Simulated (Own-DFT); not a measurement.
Si12O23 (quartz with two neutral oxygen vacancies, atoms displaced), Si24O47 (quartz with one neutral oxygen vacancy, atoms displaced) (calculated)

Computed with Own-DFT development build. A calculation, not a measurement: plane-wave PBE and HSE06 DFT by an unreviewed code, no spin, of a simulated cell at Gamma alone, so results move with cell size and shape, stress positive in tension, energies less offsets, not probed for a lower state with spin; oxygen file: force components 24 meV/angstrom off all-electron in a glass; k mesh not checked against a denser one; forces and stress are PBE's, HSE06 gives the energy alone, and its difference from PBE has offsets of its own; offsets are fitted by least squares, one for each functional and potential file, so energies compare only between cells with the same atoms and settings and are not formation energies; the far tail of each file's local potential was reset to the Coulomb form; each entry is a single point on an unrelaxed cell, so the pressure reflects the starting lattice, mostly measured values (interpolated for alloys), from which strain is counted, and rises with the displacements; printed positions are rounded, which can move forces by about a meV/angstrom; the program, named Own-DFT, is a retired in-house code; no spin-orbit coupling.

Settings shared by all entries: first functional PBE; second functional HSE06; exact exchange share 0.25; screening 0.11 1/bohr; exchange divergence Gygi-Baldereschi; potential files PseudoDojo norm-conserving, scalar-relativistic, made for PBE, standard set; wave cutoff 48 hartree; occupations fixed; k mesh 1 x 1 x 1 centred on Gamma.

(1) Si12O23 (quartz with two neutral oxygen vacancies, atoms displaced)

```
cell vectors (Å)
   9.8268     0.0000     0.0000
  -4.9134     8.5103     0.0000
   0.0000     0.0000    10.8104
atoms (fractions of the cell vectors)
Si  0.23838  0.00247  0.00504
Si  0.99977  0.23898  0.32789
Si  0.25669  0.26162  0.17397
O   0.20811  0.13257  0.05859
O   0.45049  0.30669  0.23516
O   0.34870  0.06443  0.38827
O   0.06484  0.35611  0.44110
O   0.13940  0.20177  0.28456
O   0.29310  0.43205  0.10139
Si  0.22833  0.00979  0.48834
Si  0.00382  0.23117  0.84212
Si  0.26557  0.25885  0.66338
O   0.20588  0.13246  0.55201
O   0.41875  0.27883  0.73185
O   0.35464  0.06323  0.90689
O   0.08641  0.36959  0.93757
O   0.12959  0.20883  0.77274
O   0.31288  0.43693  0.60977
Si  0.23040  0.49338  0.00474
Si  0.01809  0.75626  0.31386
Si  0.27651  0.78582  0.17705
O   0.41538  0.77679  0.21836
O   0.37287  0.57363  0.39111
O   0.08303  0.86009  0.44753
O   0.12669  0.69832  0.28273
Si  0.25197  0.50491  0.51046
Si  0.99305  0.74848  0.83774
Si  0.25371  0.75008  0.66140
O   0.20228  0.63420  0.55631
O   0.41118  0.79827  0.72489
O   0.35731  0.57580  0.88433
O   0.06917  0.87134  0.94038
O   0.14045  0.71963  0.78849
O   0.27957  0.90927  0.60367
Si  0.73893  0.01441  0.99940
Si  0.51479  0.24661  0.32913
Si  0.77115  0.25692  0.16427
O   0.70596  0.13688  0.05873
O   0.91657  0.29153  0.23766
O   0.85475  0.06256  0.39623
O   0.57077  0.37499  0.44638
O   0.62902  0.20975  0.27548
O   0.79132  0.43252  0.10881
Si  0.72500  0.99664  0.51139
Si  0.48807  0.23959  0.83183
Si  0.76680  0.27315  0.66460
O   0.71542  0.13551  0.56684
O   0.92895  0.29312  0.72655
O   0.87108  0.06129  0.89803
O   0.57312  0.37283  0.92303
O   0.63444  0.21391  0.77797
O   0.80116  0.42955  0.59536
Si  0.74811  0.50635  0.00919
Si  0.49488  0.73768  0.34709
Si  0.76618  0.76500  0.16047
O   0.69100  0.62437  0.05958
O   0.92711  0.78659  0.22689
O   0.85763  0.57306  0.39506
O   0.56775  0.85686  0.44271
O   0.62431  0.69657  0.27049
O   0.80612  0.92470  0.10894
Si  0.74263  0.50522  0.50642
Si  0.49911  0.74019  0.84183
Si  0.75802  0.74798  0.66652
O   0.69843  0.62282  0.56472
O   0.92965  0.78931  0.73690
O   0.86795  0.58252  0.89785
O   0.58151  0.85784  0.95429
O   0.64083  0.71431  0.78284
O   0.78147  0.91520  0.59725
```

| Property | Result |
| --- | --- |
| PBE energy of cell above offsets | -3.460 eV |
| HSE06 less PBE above offsets | 0.543 eV |
| PBE pressure | 13.28 GPa |
| PBE stress xx | -14.79 GPa |
| PBE stress yy | -9.5 GPa |
| PBE stress zz | -15.54 GPa |
| PBE stress yz | -2.78 GPa |
| PBE stress xz | -4.51 GPa |
| PBE stress xy | 4.14 GPa |

Force:
```
element  x (eV/Å)  y (eV/Å)  z (eV/Å)
     Si    -3.088    -6.515     5.047
     Si     1.861    -4.612     6.306
     Si     5.028     2.688    -2.736
      O      -2.1     2.893     2.762
      O    -8.689     1.487    -6.991
      O     4.848      4.55    -5.182
      O     2.358     3.156     2.048
      O    -1.834    -0.306      0.38
      O     5.026    -5.111     6.321
     Si     4.517    -5.269     4.805
     Si    -3.104     0.338     -3.12
     Si    -1.961     0.674     0.525
      O    -3.299     4.481     3.143
      O    -6.411     1.873    -7.809
      O     5.954     5.142    -7.039
      O    -3.251    -3.596    -0.836
      O     3.492    -0.463    -2.162
      O     1.771    -2.309     2.234
     Si    -2.273     9.207    -2.046
     Si    -0.709    -3.315     12.81
     Si     -6.63    -1.522    -4.878
      O     6.498     0.782     4.148
      O    -2.027    -3.857     2.575
      O    -3.877    -3.654    -3.824
      O     6.699    -0.858    -2.869
     Si    -4.724    -0.547    -4.542
     Si      10.2     -5.18     5.588
     Si    -4.689     4.252     5.035
      O     1.645    -5.167    -3.757
      O     6.863     0.096     3.575
      O    -0.071    -1.142     1.167
      O     0.126      3.14     3.722
      O    -0.785    -0.759    -1.061
      O    -1.791     3.553    -2.029
     Si     3.614    -6.496     0.607
     Si    -3.975    -1.358     9.668
     Si    -6.879      4.34     2.406
      O    -1.256     0.081    -0.914
      O     0.906     1.606     -2.32
      O     0.532      2.13    -1.599
      O     0.429    -1.745      -0.3
      O     8.715    -1.813    -4.279
      O     4.788    -5.129     5.138
     Si     0.536      0.58    -5.291
     Si     8.077    -5.904     6.113
     Si     0.684    -0.779     3.167
      O    -2.164     0.792    -0.043
      O     0.277    -0.378     1.445
      O      0.28     1.688    -0.728
      O     1.356     3.937      4.75
      O    -0.097    -0.071    -0.963
      O     3.106     -1.88     4.223
     Si    -6.114     0.626    -6.603
     Si     3.009    -2.637    -9.823
     Si     -1.61    -3.735     3.511
      O     0.654     0.447     0.177
      O    -6.594      2.33    -6.935
      O     1.948     2.998    -2.703
      O    -0.514     5.517     5.245
      O    -0.234     1.555    -0.007
      O    -2.657     5.219    -2.605
     Si    -2.452    -0.512    -6.135
     Si    -1.146     -0.31    -3.504
     Si    -0.421     4.895     2.582
      O    -1.429     0.189     0.285
      O    -9.408     2.699     -10.8
      O     0.253    -0.665     0.193
      O    -0.924     1.493     0.405
      O    -0.756    -0.065    -0.346
      O      3.89     -3.78     4.671
```

(2) Si24O47 (quartz with one neutral oxygen vacancy, atoms displaced)

```
cell vectors (Å)
   9.8268     0.0000     0.0000
  -4.9134     8.5103     0.0000
   0.0000     0.0000    10.8104
atoms (fractions of the cell vectors)
Si  0.25162  0.01049  0.00705
Si  0.99111  0.22271  0.34295
Si  0.26572  0.27139  0.16155
O   0.20349  0.12790  0.06372
O   0.43299  0.29843  0.23414
O   0.37049  0.07055  0.39438
O   0.06799  0.36236  0.43286
O   0.13511  0.20935  0.27922
O   0.28571  0.42272  0.10175
Si  0.24051  0.99920  0.49071
Si  0.00287  0.23974  0.84167
Si  0.26895  0.26059  0.66799
O   0.41501  0.28388  0.72867
O   0.36183  0.06395  0.89768
O   0.07724  0.36759  0.94023
O   0.12967  0.20267  0.76696
O   0.28555  0.42548  0.60125
Si  0.23621  0.49972  0.00014
Si  0.00295  0.73695  0.32793
Si  0.25685  0.76117  0.16341
O   0.20753  0.63155  0.05832
O   0.42173  0.79649  0.21885
O   0.36889  0.57181  0.39718
O   0.06711  0.85838  0.43909
O   0.12386  0.70486  0.27876
O   0.28157  0.93220  0.10799
Si  0.24389  0.50391  0.49626
Si  0.99668  0.73405  0.83263
Si  0.26292  0.76304  0.67067
O   0.19893  0.63575  0.56799
O   0.41893  0.78099  0.71642
O   0.37059  0.57301  0.89279
O   0.07160  0.86475  0.94772
O   0.13457  0.70544  0.77479
O   0.29234  0.91792  0.60804
Si  0.72949  0.99808  0.99837
Si  0.49768  0.24047  0.33062
Si  0.77427  0.26446  0.16808
O   0.71737  0.13407  0.05898
O   0.92549  0.28992  0.22814
O   0.86900  0.07785  0.39480
O   0.57062  0.36795  0.44759
O   0.63362  0.20326  0.27508
O   0.79419  0.43588  0.09916
Si  0.73412  0.99832  0.49135
Si  0.49071  0.23671  0.83603
Si  0.75474  0.25457  0.66684
O   0.70785  0.13527  0.55702
O   0.92978  0.28857  0.73338
O   0.87007  0.07299  0.90348
O   0.56909  0.36842  0.94738
O   0.63239  0.20421  0.77395
O   0.79271  0.42519  0.60410
Si  0.73570  0.50200  0.99899
Si  0.49731  0.73566  0.33224
Si  0.76739  0.77063  0.16996
O   0.70455  0.63252  0.05779
O   0.91038  0.79266  0.22551
O   0.85904  0.56512  0.38281
O   0.57718  0.87227  0.43948
O   0.63111  0.70835  0.27439
O   0.78858  0.92744  0.10979
Si  0.73577  0.49943  0.50353
Si  0.50500  0.73845  0.83260
Si  0.76986  0.77094  0.67534
O   0.70376  0.62147  0.55449
O   0.92810  0.79205  0.72471
O   0.85309  0.56358  0.89582
O   0.59405  0.87888  0.93676
O   0.63478  0.70553  0.77242
O   0.79604  0.92526  0.60870
```

| Quantity | Value |
| --- | --- |
| PBE energy of cell above offsets | -14.534 eV |
| HSE06 less PBE above offsets | -0.583 eV |
| PBE pressure | 11.61 GPa |
| PBE stress xx | -14.6 GPa |
| PBE stress yy | -8.41 GPa |
| PBE stress zz | -11.83 GPa |
| PBE stress yz | 1.95 GPa |
| PBE stress xz | -1.83 GPa |
| PBE stress xy | -1.52 GPa |

Force:
```
element  x (eV/Å)  y (eV/Å)  z (eV/Å)
     Si     -8.02     -1.64    -4.596
     Si     3.587     7.656    -6.657
     Si     1.065    -3.274     4.141
      O    -0.917     2.354     0.542
      O     -6.01      1.84     -5.92
      O     2.182     1.497    -3.251
      O     1.228     3.907     3.183
      O     1.143     0.061    -1.468
      O      1.26     1.044     1.318
     Si    -3.073    -0.805     5.979
     Si     0.691    -4.365    -2.817
     Si     -5.87    -1.574    -5.837
      O     4.676     1.807      2.02
      O     3.017     3.133    -3.921
      O    -0.129     2.044     2.244
      O    -0.625    -0.083     1.474
      O     2.674     -2.33     2.929
     Si    -0.466     1.251    -2.566
     Si    -8.314    -1.764     2.419
     Si    -1.511     1.406      1.03
      O    -1.052     0.589     0.051
      O     1.482    -0.432     1.835
      O     2.211     2.503    -3.635
      O     0.487     1.997     1.016
      O     7.488    -0.474    -4.774
      O     5.611    -5.586     7.392
     Si    -7.499    -1.315     2.495
     Si     1.439    -0.407     3.116
     Si    -1.616     -0.34    -0.762
      O     1.847    -4.134    -4.166
      O     5.054     0.688     3.461
      O     0.046     0.584     0.312
      O     0.643    -0.103    -0.898
      O    -2.007    -0.587     2.276
      O    -1.598     3.283    -2.151
     Si     7.087     5.392     5.084
     Si     5.607    -1.286     5.602
     Si    -5.041     1.353    -1.607
      O    -2.427     2.235     1.163
      O     3.097     0.191     1.498
      O    -1.721    -7.279     1.953
      O    -0.797    -2.221     -1.68
      O     -0.17     0.461    -0.588
      O      4.07    -4.316     4.809
     Si     0.841     1.292     5.693
     Si     3.678    -0.752     1.606
     Si     3.087     3.758     0.202
      O     0.649    -1.964    -1.545
      O    -3.538     0.221    -2.281
      O      1.75     1.426    -1.783
      O     -1.55    -2.396    -1.835
      O     -3.25    -0.426     2.214
      O     1.968    -1.977     2.446
     Si    -3.936     0.075     1.664
     Si    -0.207     0.673    -0.748
     Si    -6.775    -2.806    -5.108
      O    -1.217     1.862     1.281
      O     9.639     1.172     4.594
      O     0.133     0.908     0.306
      O    -2.378    -2.986    -2.026
      O    -0.644    -0.356     0.315
      O    -0.425     0.508    -0.021
     Si     2.639    -1.963    -4.454
     Si    -1.489     -0.09    -0.721
     Si     0.048    -2.378     -4.89
      O    -3.697     6.692     4.737
      O     1.049     0.481     0.195
      O     3.863     3.925    -5.691
      O      -6.8    -8.724    -5.741
      O    -0.912    -0.749     1.463
      O    -1.356     1.613    -1.926
```

(3) Si24O47 (quartz with one neutral oxygen vacancy, atoms displaced)

```
cell vectors (Å)
   9.8268     0.0000     0.0000
  -4.9134     8.5103     0.0000
   0.0000     0.0000    10.8104
atoms (fractions of the cell vectors)
Si  0.22491  0.99747  0.00062
Si  0.00882  0.24045  0.33188
Si  0.27098  0.26919  0.17403
O   0.21601  0.14131  0.06258
O   0.43756  0.30549  0.22461
O   0.36089  0.06592  0.39219
O   0.06357  0.37129  0.44290
O   0.13277  0.21527  0.26966
O   0.29280  0.42743  0.09911
Si  0.22773  0.00444  0.49578
Si  0.99917  0.22577  0.83200
Si  0.26834  0.26065  0.66839
O   0.21559  0.13400  0.55724
O   0.42404  0.29160  0.72605
O   0.36308  0.07691  0.89700
O   0.06178  0.35728  0.94510
O   0.11869  0.19116  0.77641
O   0.30121  0.43190  0.61187
Si  0.23612  0.49204  0.00072
Si  0.00703  0.74124  0.32853
Si  0.26982  0.77600  0.16886
O   0.20475  0.62917  0.06126
O   0.42653  0.79048  0.22851
O   0.36810  0.57614  0.38927
O   0.07668  0.86722  0.44701
O   0.13178  0.70005  0.28280
O   0.29060  0.92875  0.10511
Si  0.23162  0.49900  0.49823
Si  0.01448  0.73563  0.82951
Si  0.26572  0.76846  0.66494
O   0.20162  0.63375  0.55561
O   0.42921  0.79393  0.72344
O   0.37154  0.57509  0.89183
O   0.07332  0.85639  0.93679
O   0.12781  0.70003  0.78412
O   0.28761  0.92683  0.60734
Si  0.74679  0.00235  0.00704
Si  0.50033  0.23352  0.33610
Si  0.75726  0.25312  0.17417
O   0.71299  0.13285  0.05899
O   0.92811  0.28684  0.21964
O   0.86995  0.07141  0.39859
O   0.57172  0.37146  0.43606
O   0.63864  0.20827  0.27090
O   0.79888  0.42988  0.10876
Si  0.73251  0.99290  0.49180
Si  0.50293  0.23519  0.83560
Si  0.76340  0.26436  0.66559
O   0.70283  0.12400  0.56110
O   0.91623  0.28203  0.73368
O   0.87139  0.07417  0.89577
O   0.57243  0.36019  0.93306
O   0.62926  0.20513  0.77451
O   0.78745  0.41983  0.60152
Si  0.73718  0.49722  0.99996
Si  0.50549  0.74453  0.32697
Si  0.76425  0.77282  0.16151
O   0.72057  0.63877  0.06086
O   0.92992  0.79809  0.23508
O   0.58372  0.87277  0.44160
O   0.63554  0.71128  0.27030
O   0.79940  0.92652  0.10018
Si  0.74116  0.50645  0.50358
Si  0.49222  0.72899  0.82740
Si  0.76028  0.75879  0.66317
O   0.70133  0.62966  0.55422
O   0.92505  0.79830  0.72182
O   0.85946  0.57329  0.89030
O   0.57005  0.86478  0.93503
O   0.64311  0.70223  0.77580
O   0.80315  0.93397  0.61260
```

| Quantity | Value |
| --- | --- |
| PBE stress zz | ? |

**Q.** What PBE stress zz does the calculation give for Si24O47 (quartz with one neutral oxygen vacancy, atoms displaced) (entry 3)?
**A.** -8.51 GPa

**Q.** Give the table of force values for Si24O47 (quartz with one neutral oxygen vacancy, atoms displaced) (entry 3).
**A.** 
Force:
```
element  x (eV/Å)  y (eV/Å)  z (eV/Å)
     Si     1.045     1.242    -1.235
     Si    -5.512    -0.837     2.402
     Si     0.116     1.296    -3.474
      O    -0.862    -0.518     0.401
      O     0.743    -0.661     1.011
      O     1.314      1.53    -1.894
      O     0.523    -0.816    -0.763
      O     3.197    -0.989      0.03
      O     4.367    -3.126     5.365
     Si     4.781     -2.57      1.38
     Si    -3.677     2.864     2.184
     Si    -3.824       0.5     0.105
      O    -3.254     4.044     1.957
      O     2.397     0.172     1.365
      O    -0.157    -0.748    -0.199
      O     1.497      1.02    -0.265
      O     6.366      0.22    -3.825
      O     -1.06    -0.629    -1.007
     Si    -5.124      2.67    -4.425
     Si     -1.94    -2.647     5.893
     Si    -0.365    -4.664    -0.892
      O      0.16     1.396     1.046
      O    -2.342     2.198    -2.733
      O    -0.184     0.163     0.322
      O    -2.382    -2.902    -2.501
      O     3.235     0.685    -2.251
      O     0.199     0.512     0.914
     Si     1.712     0.877     0.931
     Si    -14.12    -0.679     1.563
     Si    -0.445    -1.216      0.43
      O    -0.084     0.605     0.956
      O    -1.747     0.342    -1.797
      O    -1.425    -3.059     1.176
      O    -0.525     2.476      2.55
      O     11.96    -1.496    -6.341
      O    -0.167     0.575    -0.047
     Si    -5.006     0.133    -7.345
     Si    -0.094     0.325     -0.36
     Si     4.648     4.793    -6.982
      O    -1.156     0.259     0.898
      O     0.389    -0.109     1.066
      O     2.455     2.572    -3.308
      O     0.658     0.175     0.669
      O    -5.546    -2.453     5.787
      O     0.273    -2.076     1.003
     Si     4.493     5.475     7.982
     Si    -2.047    -2.955    -2.663
     Si     0.372    -2.744     0.474
      O    -0.488     0.955     0.035
      O    -0.177     1.015    -1.143
      O    -0.658    -2.682     1.354
      O     0.546     4.635     4.694
      O     1.785    -0.317    -1.382
      O     1.006     0.118     1.386
     Si    -0.262    -0.347    -0.406
     Si     1.411    -2.644     4.594
     Si     3.751    -3.848     2.527
      O    -0.905    -0.153    -0.068
      O    -3.464     1.511    -3.552
      O    -5.278     -6.78    -4.426
      O     0.234     0.173    -0.233
      O     2.277     0.633     2.909
     Si     1.264     0.055    -5.257
     Si     4.747     2.241     1.166
     Si     0.618       2.4     0.002
      O    -1.999     1.496     0.978
      O     3.639    -0.799     1.615
      O     1.462     1.056    -1.397
      O     1.466     1.455      1.39
      O    -3.623    -0.649     1.415
      O    -1.213    -0.747    -1.745
```

Further results for Si24O47 (quartz with one neutral oxygen vacancy, atoms displaced) (entry 3):

| Item | Value |
| --- | --- |
| PBE energy of cell above offsets | -16.960 eV |
| HSE06 less PBE above offsets | -0.455 eV |
| PBE pressure | 9.5 GPa |
| PBE stress xx | -13.03 GPa |
| PBE stress yy | -6.96 GPa |
| PBE stress yz | -0.99 GPa |
| PBE stress xz | 0.56 GPa |
| PBE stress xy | 2.51 GPa |
